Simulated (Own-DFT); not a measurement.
# PBE against PBEsol on the same cells

Calculated results; nothing here was measured. The program, named Own-DFT, is a retired in-house plane-wave density functional code that no person has reviewed. Each row is one single-point run on a periodic cell that was not relaxed, without spin or spin-orbit coupling.

Known limits, some of them of some rows only: forces on such cells failed a check on a denser k mesh; forces on such cells passed a denser k mesh, each cell not checked; stress not checked against mesh or cutoff.

Each cell was run twice at the same cutoff, k mesh and smearing, with PBE and with PBEsol, on PseudoDojo norm-conserving files made for PBE. Atoms were moved at random from their sites; u is the rms move along one axis. Files made for PBEsol would give a somewhat different change.

```
cell,atoms,volume (Å³/atom),u (Å),cutoff (hartree),P with PBE (GPa),P with PBEsol (GPa),change (GPa)
C11b WSi2 with one W on a Si site (Si19W11),30,13.44,0.030,50,9.79,5.40,-4.39
C11b WSi2 with one W on a Si site (Si19W11),30,13.44,0.027,50,9.85,5.45,-4.39
C11b WSi2 with one W on a Si site (Si19W11),30,13.44,0.092,50,15.33,10.93,-4.40
C40 NbSi2 (Nb12Si24),36,15.08,0.055,42,-2.31,-5.83,-3.53
C40 NbSi2 (Nb12Si24),36,14.64,0.103,42,6.92,3.26,-3.66
C40 NbSi2 (Nb12Si24),36,14.73,0.050,42,2.02,?,?
L1_0 TiAl with one Ti vacancy (Al16Ti15),31,16.58,0.087,42,2.36,-0.31,-2.68
L1_0 TiAl with one Ti vacancy (Al16Ti15),31,16.58,0.079,42,2.07,-0.61,-2.68
L1_0 TiAl with one Ti vacancy (Al16Ti15),31,16.58,0.027,42,0.42,-2.26,-2.67
zincblende InGaAs with randomly placed atoms (As32Ga24In8),64,23.11,0.047,42,7.34,4.15,-3.19
zincblende InGaAs with randomly placed atoms (As32Ga24In8),64,23.99,0.047,42,4.51,1.53,-2.98
zincblende InGaAs with randomly placed atoms (As32Ga24In8),64,23.38,0.050,42,6.45,3.32,-3.12
```

## Worked reading

Mean change of pressure by composition, in GPa: Si19W11, -4.40; NbSi2, -3.59; As4Ga3In, -3.10; Al16Ti15, -2.68. At a fixed cell PBEsol gives the lower pressure, because it favours a smaller volume than PBE. Here the change varies more between materials than between cells of one material.

## Withheld value

Question: what PBEsol pressure should the Nb12Si24 cell with the blank give?

Adding the mean change of the cells with its composition, -3.59 GPa, to 2.02 gives -1.6 GPa. The calculation gave -1.61 GPa.
